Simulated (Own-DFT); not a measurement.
# How strain changes the stress of wurtzite GaN, 72 atoms (Ga36N36)

These are calculations, not measurements. They come from Own-DFT, an in-house plane-wave density functional program, since retired, whose code no person has reviewed. Each row is one single-point run on a periodic cell that was not relaxed, without spin or spin-orbit coupling.

Settings of every run: PBE; PseudoDojo norm-conserving scalar-relativistic files (stringent for Ga); cutoff 96 hartree; 4 x 4 x 3 k mesh centred on Gamma; Gaussian smearing of 0.01 eV.

Known limits: forces not confirmed at this smearing and k mesh; stress not checked against mesh or cutoff.

Unstrained cell vectors in Å: (9.567, 0.000, 0.000); (-4.783, 8.285, 0.000); (0.000, 0.000, 10.370). The unstrained cell has measured lattice constants (interpolated for alloys), not those of this functional. That, the random moves and any unrelaxed bonds set the pressure at no strain. Each run strains this cell uniformly, with the atoms carried along. Every atom was also moved at random, by a Gaussian of width 0.05 Å on each axis. Strain is the symmetric tensor, in per cent. Stress is positive in tension, and the pressure is minus a third of its trace.

```
run,e_xx (%),e_yy (%),e_zz (%),s_xx (GPa),s_yy (GPa),s_zz (GPa),P (GPa),E (meV/atom)
1,1.75,1.75,0.00,0.44,1.45,-4.11,0.74,4.9
2,1.00,1.00,0.00,-1.52,-0.28,-7.40,3.07,0.0
3,-1.25,-1.25,0.00,-14.20,-14.85,-8.19,12.42,25.0
4,0.25,0.25,0.00,-6.33,-5.10,-6.82,6.08,5.5
5,-2.75,-2.75,0.00,-23.69,-22.87,-11.95,19.50,61.0
6,1.50,1.50,0.00,-0.15,1.39,-6.45,1.73,8.4
7,-0.50,-0.50,0.00,-10.31,-10.14,-8.05,9.50,27.8
8,-1.75,-1.75,0.00,-15.59,-20.57,-8.89,15.02,43.7
9,-2.50,-2.50,0.00,?,?,?,?,?
```

E is the free energy for each atom above the lowest run shown.

## Worked fit

The change of volume is close to e_xx + e_yy + e_zz. A straight line through the runs shown gives P = 7.64 - 209 x (fractional change of volume) GPa, with an error of 5 on the slope and a scatter of 0.47 GPa. The strain isn't the same on all axes and the cell isn't cubic, so the slope belongs to this path and is not the bulk modulus.

## Withheld run

Question: what pressure should run 9 give? Its volume changes by -4.94 %.

The line gives 18.0 GPa. The calculation gave 18.40 GPa.
